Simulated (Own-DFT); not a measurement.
InAs (zincblende, strongly disordered by large displacements), GaP (zincblende, strongly disordered by large displacements) (calculated)

A calculation, not a measurement: plane-wave PBE density functional theory by an unreviewed code, no spin, of a simulated periodic cell, stress positive in tension, free energy of the whole cell less one offset for each atom, forces on such cells passed a denser k mesh, this cell's mesh not checked; broken bonds can close the gap or carry spin, so checks made on this kind of crystal may not hold here; offsets are fitted by least squares, one for each functional and potential file, so energies compare only between cells with the same atoms and settings and are not formation energies; the far tail of each file's local potential was reset to the Coulomb form; each entry is a single point on an unrelaxed cell, so the pressure reflects the starting lattice, mostly measured values (interpolated for alloys), from which strain is counted, and rises with the displacements; printed positions are rounded, which can move forces by about a meV/angstrom; the program, named Own-DFT, is a retired in-house code; no spin-orbit coupling. Program: Own-DFT development build.

Settings shared by all entries: functional PBE; potential files PseudoDojo norm-conserving, scalar-relativistic, standard set; wave cutoff 42 hartree; occupations Fermi-Dirac; smearing width 0.1 eV; k mesh 3 x 3 x 3 centred on Gamma.

```yaml
- entry: 1
  formula: InAs
  kind: "zincblende, strongly disordered by large displacements"
  structure:
    cell_angstrom: [[12.1166, 0.0, 0.0], [0.0, 12.1166, 0.0], [0.0, 0.0, 12.1166]]
    atoms_fractional:
      - [In, 0.99567, 0.0006, 0.99844]
      - [In, 0.0151, 0.25803, 0.2692]
      - [In, 0.25845, 0.0347, 0.21983]
      - [In, 0.25006, 0.23965, 0.98663]
      - [As, 0.10571, 0.1207, 0.11811]
      - [As, 0.11436, 0.38385, 0.36117]
      - [As, 0.37772, 0.13671, 0.3601]
      - [As, 0.3823, 0.39422, 0.12292]
      - [In, 0.99847, 0.98042, 0.49833]
      - [In, 0.9838, 0.27547, 0.73776]
      - [In, 0.25763, 0.99363, 0.75179]
      - [In, 0.25649, 0.21154, 0.4966]
      - [As, 0.14323, 0.14851, 0.615]
      - [As, 0.10744, 0.37588, 0.868]
      - [As, 0.35859, 0.0959, 0.88115]
      - [As, 0.36835, 0.38087, 0.65029]
      - [In, 0.00758, 0.48308, 0.97828]
      - [In, 0.9803, 0.76559, 0.23639]
      - [In, 0.23951, 0.48099, 0.23731]
      - [In, 0.2539, 0.74978, 0.01886]
      - [As, 0.10534, 0.62804, 0.11738]
      - [As, 0.11997, 0.87208, 0.34941]
      - [As, 0.3644, 0.62617, 0.3839]
      - [As, 0.37061, 0.8841, 0.12368]
      - [In, 0.99237, 0.50357, 0.50574]
      - [In, 0.97757, 0.75865, 0.722]
      - [In, 0.2595, 0.49375, 0.72459]
      - [In, 0.23422, 0.76365, 0.49818]
      - [As, 0.11857, 0.63813, 0.60885]
      - [As, 0.09151, 0.87393, 0.88556]
      - [As, 0.36469, 0.63551, 0.8849]
      - [As, 0.37934, 0.87531, 0.62314]
      - [In, 0.49743, 0.01079, 0.99612]
      - [In, 0.51547, 0.23096, 0.23819]
      - [In, 0.74636, 0.00435, 0.26779]
      - [In, 0.74003, 0.24285, 0.01575]
      - [As, 0.64437, 0.13501, 0.1323]
      - [As, 0.65069, 0.39559, 0.38045]
      - [As, 0.8837, 0.1256, 0.37905]
      - [As, 0.87685, 0.37445, 0.1139]
      - [In, 0.50447, 0.00669, 0.49931]
      - [In, 0.51784, 0.25167, 0.76221]
      - [In, 0.74494, 0.97527, 0.73833]
      - [In, 0.73942, 0.24193, 0.47837]
      - [As, 0.61087, 0.10918, 0.62375]
      - [As, 0.60931, 0.38353, 0.88944]
      - [As, 0.88194, 0.13377, 0.89996]
      - [As, 0.87651, 0.3825, 0.62684]
      - [In, 0.5366, 0.50054, 0.99579]
      - [In, 0.49769, 0.77238, 0.24168]
      - [In, 0.72011, 0.52492, 0.26297]
      - [In, 0.74564, 0.78082, 0.98798]
      - [As, 0.64445, 0.62658, 0.13903]
      - [As, 0.63344, 0.88973, 0.37215]
      - [As, 0.84658, 0.60151, 0.38014]
      - [As, 0.88367, 0.89423, 0.1077]
      - [In, 0.50955, 0.4555, 0.51858]
      - [In, 0.47896, 0.74938, 0.76203]
      - [In, 0.75524, 0.51868, 0.76202]
      - [In, 0.76109, 0.75315, 0.48598]
      - [As, 0.64884, 0.63694, 0.63267]
      - [As, 0.63038, 0.88197, 0.87524]
      - [As, 0.8341, 0.64332, 0.88748]
      - [As, 0.86914, 0.87077, 0.60662]
  settings:
    hardware: "one NVIDIA H200"
  results:
    "free_energy_of_cell_above_offsets [eV]": "-3.183"
    "pressure [GPa]": 8.92
    "stress_xx [GPa]": -8.41
    "stress_yy [GPa]": -8.76
    "stress_zz [GPa]": -9.59
    "stress_yz [GPa]": -0.45
    "stress_xz [GPa]": 1.18
    "stress_xy [GPa]": 0.92
    force_element: [In, In, In, In, As, As, As, As, In, In, In, In, As, As, As, As, In, In, In, In, As, As, As, As, In, In, In, In, As, As, As, As, In, In, In, In, As, As, As, As, In, In, In, In, As, As, As, As, In, In, In, In, As, As, As, As, In, In, In, In, As, As, As, As]
    "force_x [eV/angstrom]": [1.13, -3.153, -0.436, -0.548, 0.726, 2.186, 1.348, 1.021, 1.831, 1.816, -2.832, 3.268, -5.813, 4.731, 1.483, 5.25, -3.402, -0.152, 0.187, -1.804, 0.403, 0.793, 0.731, 0.631, 0.539, 1.486, -6.16, 1.277, -0.211, 2.727, 0.169, -0.415, 1.73, -1.619, 2.638, 2.545, -1.672, -2.772, 0.269, -0.189, -2.189, -1.679, 1.031, 0.696, 2.317, 5.173, -1.333, -3.595, -4.851, 0.167, 2.84, 0.683, -3.74, -2.032, 4.129, -3.729, -0.226, 1.98, -0.775, -1.723, -2.484, -3.891, 4.531, -1.035]
    "force_y [eV/angstrom]": [1.854, -2.768, -1.3, 1.315, 2.255, 1.806, -1.304, -2.021, 1.743, -3.512, -1.409, 4.749, -3.992, -2.308, 3.051, -7.056, 4.015, -1.969, 2.688, -0.003, -0.694, 1.273, -0.464, 0.824, 0.033, -1.937, 6.336, 0.312, -1.06, -1.908, -2.002, 0.065, -0.771, 3.66, 1.24, 3.309, -4.536, -3.589, -0.258, 0.369, -1.503, -1.012, 2.113, -0.56, 2.581, -5.49, 0.772, 1.226, 6.188, -1.85, -3.404, -0.342, 5.127, -2.223, 2.279, -1.453, 2.702, 0.09, -2.431, -0.61, 0.183, 1.047, -1.154, 1.688]
    "force_z [eV/angstrom]": [-1.094, -3.385, 0.958, 1.034, 0.494, 4.156, 0.017, -1.133, -0.984, 2.126, -1.635, -3.829, 5.712, -2.971, 0.088, -4.054, 3.478, 0.58, 0.183, -0.664, 0.225, 0.626, -0.532, -0.261, -1.022, 3.273, 4.709, -1.199, 1.567, -2.5, 0.056, -0.742, 1.205, 1.167, -2.305, -3.108, 0.725, 1.036, 0.049, 1.367, -1.884, -0.306, 0.259, 1.751, 1.592, -4.992, -3.05, -1.855, 5.377, 1.31, -0.566, 3.936, -5.629, 1.405, 1.034, 2.84, -0.157, -0.832, -1.19, -0.369, -0.71, -1.033, -0.35, 0.007]
    "wall_time [s]": 1156.0
- entry: 2
  formula: GaP
  kind: "zincblende, strongly disordered by large displacements"
  structure:
    cell_angstrom: [[10.901, 0.0, 0.0], [0.0, 10.901, 0.0], [0.0, 0.0, 10.901]]
    atoms_fractional:
      - [Ga, 0.00112, 0.02308, 0.0177]
      - [Ga, 0.00715, 0.23477, 0.22673]
      - [Ga, 0.25323, 0.00564, 0.24524]
      - [Ga, 0.23895, 0.25777, 0.97909]
      - [P, 0.12199, 0.12092, 0.14363]
      - [P, 0.11705, 0.39103, 0.38244]
      - [P, 0.38196, 0.11865, 0.37992]
      - [P, 0.34688, 0.32844, 0.12432]
      - [Ga, 0.97408, 0.00346, 0.52157]
      - [Ga, 0.98847, 0.27525, 0.76804]
      - [Ga, 0.24668, 0.00047, 0.74439]
      - [Ga, 0.22394, 0.23287, 0.48203]
      - [P, 0.10694, 0.11625, 0.65348]
      - [P, 0.13541, 0.40356, 0.89625]
      - [P, 0.34824, 0.1136, 0.86424]
      - [P, 0.41538, 0.3869, 0.61185]
      - [Ga, 0.98166, 0.50795, 0.01315]
      - [Ga, 0.02808, 0.75361, 0.26199]
      - [Ga, 0.23186, 0.49018, 0.23296]
      - [Ga, 0.25055, 0.73839, 0.0158]
      - [P, 0.15467, 0.6192, 0.13071]
      - [P, 0.11935, 0.86946, 0.36831]
      - [P, 0.38249, 0.61182, 0.36837]
      - [P, 0.38581, 0.87712, 0.11323]
      - [Ga, 0.00313, 0.49607, 0.50514]
      - [Ga, 0.03229, 0.75944, 0.73333]
      - [Ga, 0.2423, 0.50486, 0.7244]
      - [Ga, 0.27183, 0.75614, 0.53643]
      - [P, 0.13212, 0.61979, 0.60006]
      - [P, 0.11513, 0.88518, 0.8308]
      - [P, 0.39723, 0.62251, 0.87426]
      - [P, 0.36171, 0.88157, 0.63257]
      - [Ga, 0.48203, 0.99738, 0.98976]
      - [Ga, 0.51625, 0.27472, 0.25192]
      - [Ga, 0.75058, 0.03409, 0.2647]
      - [Ga, 0.72906, 0.266, 0.98095]
      - [P, 0.59095, 0.13829, 0.1235]
      - [P, 0.62283, 0.36177, 0.37931]
      - [P, 0.88222, 0.11056, 0.37071]
      - [P, 0.86545, 0.38825, 0.13567]
      - [Ga, 0.50532, 0.96982, 0.50483]
      - [Ga, 0.48284, 0.25549, 0.74008]
      - [Ga, 0.73935, 0.97994, 0.7493]
      - [Ga, 0.79066, 0.24798, 0.49126]
      - [P, 0.63327, 0.14319, 0.62854]
      - [P, 0.612, 0.37948, 0.87271]
      - [P, 0.87309, 0.10243, 0.86491]
      - [P, 0.87356, 0.36414, 0.62459]
      - [Ga, 0.51204, 0.48437, 0.98255]
      - [Ga, 0.49592, 0.73915, 0.24392]
      - [Ga, 0.7736, 0.50584, 0.25862]
      - [Ga, 0.75234, 0.75412, 0.02227]
      - [P, 0.62741, 0.63019, 0.1134]
      - [P, 0.62894, 0.89247, 0.36942]
      - [P, 0.88609, 0.65098, 0.36033]
      - [P, 0.87651, 0.88626, 0.0742]
      - [Ga, 0.50437, 0.47817, 0.4822]
      - [Ga, 0.52064, 0.70636, 0.7272]
      - [Ga, 0.78134, 0.48685, 0.72528]
      - [Ga, 0.78905, 0.75035, 0.4897]
      - [P, 0.63854, 0.62001, 0.62394]
      - [P, 0.62065, 0.86809, 0.89816]
      - [P, 0.85481, 0.65863, 0.86964]
      - [P, 0.90783, 0.85206, 0.64241]
  settings:
    hardware: "one NVIDIA H100"
  results:
    "free_energy_of_cell_above_offsets [eV]": "-2.409"
    "pressure [GPa]": 9.9
    "stress_xx [GPa]": -9.46
    "stress_yy [GPa]": -10.47
    "stress_zz [GPa]": -9.76
    "stress_yz [GPa]": -2.6
    "stress_xz [GPa]": 0.1
    "stress_xy [GPa]": 0.23
    force_element: [Ga, Ga, Ga, Ga, P, P, P, P, Ga, Ga, Ga, Ga, P, P, P, P, Ga, Ga, Ga, Ga, P, P, P, P, Ga, Ga, Ga, Ga, P, P, P, P, Ga, Ga, Ga, Ga, P, P, P, P, Ga, Ga, Ga, Ga, P, P, P, P, Ga, Ga, Ga, Ga, P, P, P, P, Ga, Ga, Ga, Ga, P, P, P, P]
    "force_x [eV/angstrom]": [0.312, -3.792, 1.371, -0.347, 3.596, 0.56, -0.194, 2.455, 2.089, 1.434, -0.177, 0.882, -0.531, -2.261, 2.376, -6.387, 0.657, -1.784, 3.796, 2.19, -5.877, 3.508, -0.927, -2.349, -2.174, 0.669, 2.62, -2.358, -0.571, 2.233, -2.42, 4.946, 1.199, -3.678, -4.163, 1.634, 2.747, 5.375, 3.496, 1.253, -0.702, 1.13, -0.214, -3.596, 0.311, 2.68, 0.077, 3.606, -3.343, 0.823, -3.244, -1.751, -0.597, 1.3, 1.066, 1.142, 1.726, -4.057, -4.156, -3.322, 4.687, -0.328, 2.484, -7.13]
    "force_y [eV/angstrom]": [0.047, 4.695, -1.774, -2.92, -1.385, -2.542, 0.415, 3.314, -0.649, -2.002, -0.061, -0.354, 2.594, 0.716, 2.415, -1.755, 1.831, -2.19, -3.901, 2.499, 2.303, 4.306, 0.367, -1.145, 0.92, -7.883, -0.962, -3.434, 0.919, 2.304, -0.094, 1.468, 1.472, -2.435, -2.495, -2.738, -0.827, 1.416, 2.623, -3.584, 2.642, -1.803, 0.035, -1.198, -1.995, -2.094, 3.046, -0.6, 3.151, 0.891, 1.556, -0.811, -2.361, -2.584, -3.81, 0.445, 4.799, 4.59, 4.708, 2.312, -3.02, 0.037, -2.821, 3.393]
    "force_z [eV/angstrom]": [-2.787, 3.685, 1.354, -0.276, -3.897, -2.047, -0.067, 2.274, -0.387, 1.508, -1.071, 1.157, -2.47, -2.503, 1.231, 2.985, -1.021, -4.893, 3.283, -3.507, -1.482, 4.224, 0.528, 2.078, -0.402, 0.738, 1.754, -5.557, 1.254, 7.358, -0.399, 1.997, -0.903, -1.876, -4.361, 1.95, -0.841, 0.9, 1.44, -2.041, 0.799, 1.718, 0.071, -0.864, -0.467, -5.221, 0.977, -2.162, 4.149, 0.193, 1.165, -1.583, 1.94, -0.702, -0.653, 4.843, -1.971, 4.753, 4.359, 2.8, -5.463, -2.451, -1.229, -3.913]
    "wall_time [s]": 550.9
- entry: 3
  formula: GaP
  kind: "zincblende, strongly disordered by large displacements"
  structure:
    cell_angstrom: [[10.901, 0.0, 0.0], [0.0, 10.901, 0.0], [0.0, 0.0, 10.901]]
    atoms_fractional:
      - [Ga, 0.99569, 0.98708, 0.98559]
      - [Ga, 0.98709, 0.22858, 0.23533]
      - [Ga, 0.25012, 0.0217, 0.28329]
      - [Ga, 0.22274, 0.253, 0.9918]
      - [P, 0.1506, 0.13371, 0.11844]
      - [P, 0.12044, 0.36138, 0.39352]
      - [P, 0.39379, 0.13907, 0.39972]
      - [P, 0.36246, 0.40542, 0.14449]
      - [Ga, 0.00524, 0.00991, 0.52219]
      - [Ga, 0.021, 0.23816, 0.74098]
      - [Ga, 0.24059, 0.98293, 0.73535]
      - [Ga, 0.24423, 0.24254, 0.48695]
      - [P, 0.11404, 0.10972, 0.61039]
      - [P, 0.12024, 0.36623, 0.87928]
      - [P, 0.37067, 0.13346, 0.87856]
      - [P, 0.37537, 0.39256, 0.6268]
      - [Ga, 0.00398, 0.50821, 0.98688]
      - [Ga, 0.0051, 0.7461, 0.27348]
      - [Ga, 0.26891, 0.48733, 0.26331]
      - [Ga, 0.24607, 0.72425, 0.98125]
      - [P, 0.11969, 0.62326, 0.14256]
      - [P, 0.16038, 0.89597, 0.36359]
      - [P, 0.34895, 0.60639, 0.36333]
      - [P, 0.36669, 0.8662, 0.12595]
      - [Ga, 0.98617, 0.49841, 0.49998]
      - [Ga, 0.00966, 0.76914, 0.75988]
      - [Ga, 0.22252, 0.48996, 0.73038]
      - [Ga, 0.24783, 0.73618, 0.51773]
      - [P, 0.10935, 0.63261, 0.59859]
      - [P, 0.10216, 0.88942, 0.84555]
      - [P, 0.33981, 0.60308, 0.91049]
      - [P, 0.39373, 0.87147, 0.60817]
      - [Ga, 0.49181, 0.00851, 0.99005]
      - [Ga, 0.4923, 0.27552, 0.24335]
      - [Ga, 0.71552, 0.00228, 0.28572]
      - [Ga, 0.71803, 0.26441, 0.01938]
      - [P, 0.60509, 0.12961, 0.09332]
      - [P, 0.63391, 0.4125, 0.40627]
      - [P, 0.86158, 0.1138, 0.35148]
      - [P, 0.88164, 0.35246, 0.10901]
      - [Ga, 0.5102, 0.00297, 0.4741]
      - [Ga, 0.4689, 0.23077, 0.7422]
      - [Ga, 0.75709, 0.99844, 0.73176]
      - [Ga, 0.73135, 0.26085, 0.49749]
      - [P, 0.5784, 0.09667, 0.63999]
      - [P, 0.58412, 0.39164, 0.84391]
      - [P, 0.87267, 0.10932, 0.88899]
      - [P, 0.89382, 0.35046, 0.63516]
      - [Ga, 0.4508, 0.50506, 0.99409]
      - [Ga, 0.49724, 0.76625, 0.23799]
      - [Ga, 0.76516, 0.49892, 0.23065]
      - [Ga, 0.73274, 0.72713, 0.99883]
      - [P, 0.59761, 0.635, 0.13532]
      - [P, 0.60256, 0.89383, 0.37619]
      - [P, 0.84294, 0.62705, 0.3633]
      - [P, 0.8763, 0.85002, 0.09542]
      - [Ga, 0.49937, 0.50596, 0.49644]
      - [Ga, 0.48579, 0.71942, 0.74153]
      - [Ga, 0.7478, 0.4699, 0.74898]
      - [Ga, 0.76026, 0.75727, 0.51186]
      - [P, 0.61684, 0.65289, 0.65526]
      - [P, 0.63795, 0.88547, 0.86109]
      - [P, 0.87069, 0.62472, 0.89439]
      - [P, 0.86777, 0.88278, 0.6737]
  settings:
    hardware: "one NVIDIA H100"
  results:
    "free_energy_of_cell_above_offsets [eV]": "6.397"
    "pressure [GPa]": 11.98
    "stress_xx [GPa]": -13.22
    "stress_yy [GPa]": -13.51
    "stress_zz [GPa]": -9.22
    "stress_yz [GPa]": -2.33
    "stress_xz [GPa]": 2.32
    "stress_xy [GPa]": 2.56
    force_element: [Ga, Ga, Ga, Ga, P, P, P, P, Ga, Ga, Ga, Ga, P, P, P, P, Ga, Ga, Ga, Ga, P, P, P, P, Ga, Ga, Ga, Ga, P, P, P, P, Ga, Ga, Ga, Ga, P, P, P, P, Ga, Ga, Ga, Ga, P, P, P, P, Ga, Ga, Ga, Ga, P, P, P, P, Ga, Ga, Ga, Ga, P, P, P, P]
    "force_x [eV/angstrom]": [0.321, 1.918, 4.894, 4.488, -3.0, -1.82, -1.24, 3.88, -6.509, -0.869, 2.366, 0.675, 7.318, -1.55, -3.313, -0.763, 0.395, -0.462, -10.18, -6.677, 0.572, -6.479, 5.175, -1.25, -0.941, -4.123, 0.321, 2.987, -2.178, 6.274, -0.406, -1.908, -0.664, 1.121, 2.875, 1.358, -0.19, 2.242, 0.972, -0.439, -3.989, 0.748, -6.842, 1.15, 3.723, 0.081, -1.248, -2.508, 8.71, -1.147, -1.883, -1.181, 2.156, 2.291, 2.664, 0.376, -2.884, -7.292, 1.048, -1.112, 8.403, -2.196, 0.039, 5.699]
    "force_y [eV/angstrom]": [0.131, 0.349, 5.412, 0.377, -3.289, 1.382, 1.59, -6.815, -6.328, -1.319, 1.142, 0.104, 5.776, 2.433, -1.325, -1.734, -0.719, 1.332, -0.534, 9.153, -0.898, -7.102, 7.093, 2.134, -0.699, -7.909, 0.555, 2.34, -0.817, 2.899, -0.972, -0.853, -3.239, -0.974, 2.363, 1.457, -0.353, -2.216, 0.877, 2.307, 3.214, 2.981, 7.595, -1.979, 0.672, -1.413, 2.94, 1.636, -4.995, -0.084, -0.964, 1.948, -3.104, -9.779, 0.959, 0.609, 3.119, 5.363, 1.911, 0.666, -5.889, -1.603, -0.744, -6.173]
    "force_z [eV/angstrom]": [2.556, 0.432, -5.288, 0.157, 2.821, -3.041, -3.116, -6.565, -6.111, 2.483, -0.747, 2.755, 4.549, -2.829, 0.588, -0.525, 2.115, -1.422, 1.736, 6.065, -0.856, 5.419, 5.892, -1.656, -0.822, -3.442, 0.729, -2.819, 3.647, 5.293, -12.41, 1.253, -0.836, 0.557, -5.954, -3.252, 5.124, -4.285, 3.159, 0.037, 5.767, -0.777, 4.303, 1.011, -0.524, 2.394, -1.973, -1.562, 4.344, 2.144, -1.061, 0.162, -1.969, -1.737, 2.122, 2.821, 2.185, 6.023, 0.165, 0.892, -6.646, 1.605, -3.447, -7.631]
    "wall_time [s]": 546.7
- entry: 4
  formula: GaP
  kind: "zincblende, strongly disordered by large displacements"
  structure:
    cell_angstrom: [[10.901, 0.0, 0.0], [0.0, 10.901, 0.0], [0.0, 0.0, 10.901]]
    atoms_fractional:
      - [Ga, 0.96995, 0.00685, 0.01233]
      - [Ga, 0.01816, 0.27081, 0.25552]
      - [Ga, 0.23713, 0.01108, 0.25358]
      - [Ga, 0.23202, 0.25212, 0.02747]
      - [P, 0.10461, 0.06462, 0.16299]
      - [P, 0.09822, 0.40797, 0.37821]
      - [P, 0.38669, 0.10956, 0.37011]
      - [P, 0.35734, 0.38263, 0.15464]
      - [Ga, 0.99713, 0.99905, 0.51315]
      - [Ga, 0.00137, 0.23009, 0.75019]
      - [Ga, 0.26386, 0.97373, 0.74715]
      - [Ga, 0.26833, 0.26211, 0.48059]
      - [P, 0.13602, 0.1018, 0.61069]
      - [P, 0.17075, 0.37466, 0.85162]
      - [P, 0.39645, 0.14034, 0.87003]
      - [P, 0.38263, 0.37122, 0.64062]
      - [Ga, 0.00131, 0.50785, 0.02009]
      - [Ga, 0.99967, 0.755, 0.22777]
      - [Ga, 0.23725, 0.54861, 0.25228]
      - [Ga, 0.2652, 0.75522, 0.00364]
      - [P, 0.11864, 0.6202, 0.12259]
      - [P, 0.12025, 0.87324, 0.35344]
      - [P, 0.36964, 0.60923, 0.36031]
      - [P, 0.36759, 0.84748, 0.14355]
      - [Ga, 0.98285, 0.48025, 0.49659]
      - [Ga, 0.99559, 0.75302, 0.73516]
      - [Ga, 0.25625, 0.51884, 0.77406]
      - [Ga, 0.2593, 0.74986, 0.49852]
      - [P, 0.14656, 0.597, 0.59611]
      - [P, 0.09694, 0.8454, 0.87963]
      - [P, 0.38427, 0.61469, 0.87344]
      - [P, 0.3454, 0.88779, 0.62632]
      - [Ga, 0.4803, 0.01954, 0.02519]
      - [Ga, 0.51211, 0.23743, 0.2671]
      - [Ga, 0.76914, 0.01893, 0.25979]
      - [Ga, 0.7601, 0.22186, 0.98327]
      - [P, 0.61095, 0.12794, 0.14556]
      - [P, 0.60628, 0.35766, 0.3462]
      - [P, 0.86849, 0.1363, 0.36008]
      - [P, 0.91689, 0.40343, 0.15794]
      - [Ga, 0.50628, 0.99139, 0.49452]
      - [Ga, 0.50124, 0.25805, 0.76941]
      - [Ga, 0.69935, 0.0395, 0.77454]
      - [Ga, 0.68905, 0.25252, 0.49484]
      - [P, 0.63794, 0.09991, 0.61522]
      - [P, 0.61948, 0.33453, 0.86817]
      - [P, 0.84811, 0.1324, 0.86339]
      - [P, 0.8845, 0.36174, 0.60552]
      - [Ga, 0.48349, 0.4992, 0.00272]
      - [Ga, 0.47404, 0.76782, 0.25265]
      - [Ga, 0.74867, 0.49351, 0.23253]
      - [Ga, 0.75841, 0.73021, 0.99606]
      - [P, 0.63372, 0.61388, 0.12003]
      - [P, 0.61992, 0.87745, 0.36933]
      - [P, 0.87297, 0.62341, 0.34916]
      - [P, 0.87386, 0.87561, 0.14169]
      - [Ga, 0.52336, 0.5024, 0.49869]
      - [Ga, 0.51393, 0.74699, 0.77964]
      - [Ga, 0.75025, 0.49565, 0.77186]
      - [Ga, 0.7435, 0.74909, 0.5083]
      - [P, 0.62628, 0.63799, 0.64599]
      - [P, 0.6113, 0.86265, 0.89505]
      - [P, 0.87562, 0.59856, 0.90309]
      - [P, 0.88376, 0.85509, 0.62092]
  settings:
    hardware: "one NVIDIA H100"
  results:
    "free_energy_of_cell_above_offsets [eV]": "4.997"
    "pressure [GPa]": 11.89
    "stress_xx [GPa]": -12.54
    "stress_yy [GPa]": -9.98
    "stress_zz [GPa]": -13.15
    "stress_yz [GPa]": -1.85
    "stress_xz [GPa]": -4.59
    "stress_xy [GPa]": -0.82
    force_element: [Ga, Ga, Ga, Ga, P, P, P, P, Ga, Ga, Ga, Ga, P, P, P, P, Ga, Ga, Ga, Ga, P, P, P, P, Ga, Ga, Ga, Ga, P, P, P, P, Ga, Ga, Ga, Ga, P, P, P, P, Ga, Ga, Ga, Ga, P, P, P, P, Ga, Ga, Ga, Ga, P, P, P, P, Ga, Ga, Ga, Ga, P, P, P, P]
    "force_x [eV/angstrom]": [0.64, 0.293, 9.027, 0.561, -7.423, 7.275, -1.382, 0.44, -1.11, 1.599, -6.15, -1.095, 0.872, -4.776, -4.49, 0.207, 1.677, 1.078, -2.354, -2.402, 1.248, 0.063, 5.007, -4.556, -1.964, 1.631, -0.707, -1.066, -1.027, 2.408, 0.944, 7.871, -0.056, -7.367, -3.54, -5.195, 3.482, 5.376, 2.665, -3.113, -1.272, -3.824, 0.555, 3.86, -2.695, 6.56, 7.151, -3.97, 1.469, 6.79, -0.14, -0.721, -2.481, 1.072, -0.725, -3.129, -1.479, -2.556, -0.141, 0.496, 0.652, 2.182, 0.152, -2.397]
    "force_y [eV/angstrom]": [-1.089, -3.925, -3.958, -0.119, 6.775, -2.983, 0.835, -0.382, -0.961, 1.14, 6.29, 0.128, 2.262, -4.567, -4.255, 0.905, -2.12, -1.302, -4.793, -1.787, 3.818, -0.665, 3.216, 7.396, 5.386, -3.918, 1.115, -0.49, 0.855, 2.57, 3.258, -6.097, -1.606, -3.605, -3.394, 5.549, -1.77, 8.681, 3.225, -1.995, -0.621, -2.158, -4.62, 0.109, 1.655, 6.646, -4.428, -2.089, -2.027, -5.425, -0.482, 2.073, 0.864, -0.96, 0.29, 0.311, -0.593, -0.505, -1.423, -0.195, -1.63, 3.489, 1.44, 2.653]
    "force_z [eV/angstrom]": [-1.838, 0.668, 5.022, -0.498, -6.409, -3.34, 0.378, -0.743, -2.348, -1.648, 8.271, 0.876, 1.73, 3.29, 2.808, -1.66, -2.828, 1.706, -0.85, -1.721, -1.725, 2.812, 4.614, -5.373, 1.773, 0.61, -5.36, -1.266, 1.839, 1.552, 1.701, -7.195, -0.592, -3.645, -2.26, 7.65, -2.888, 4.581, 4.293, -1.473, 1.347, -7.708, 3.412, 0.441, -3.615, 5.772, -3.763, 3.464, 1.789, 5.637, 1.215, 1.305, -0.396, -0.16, 2.254, -2.452, 0.51, -2.797, -1.297, -1.584, -1.168, 1.999, -3.591, -1.128]
    "wall_time [s]": 569.8
```
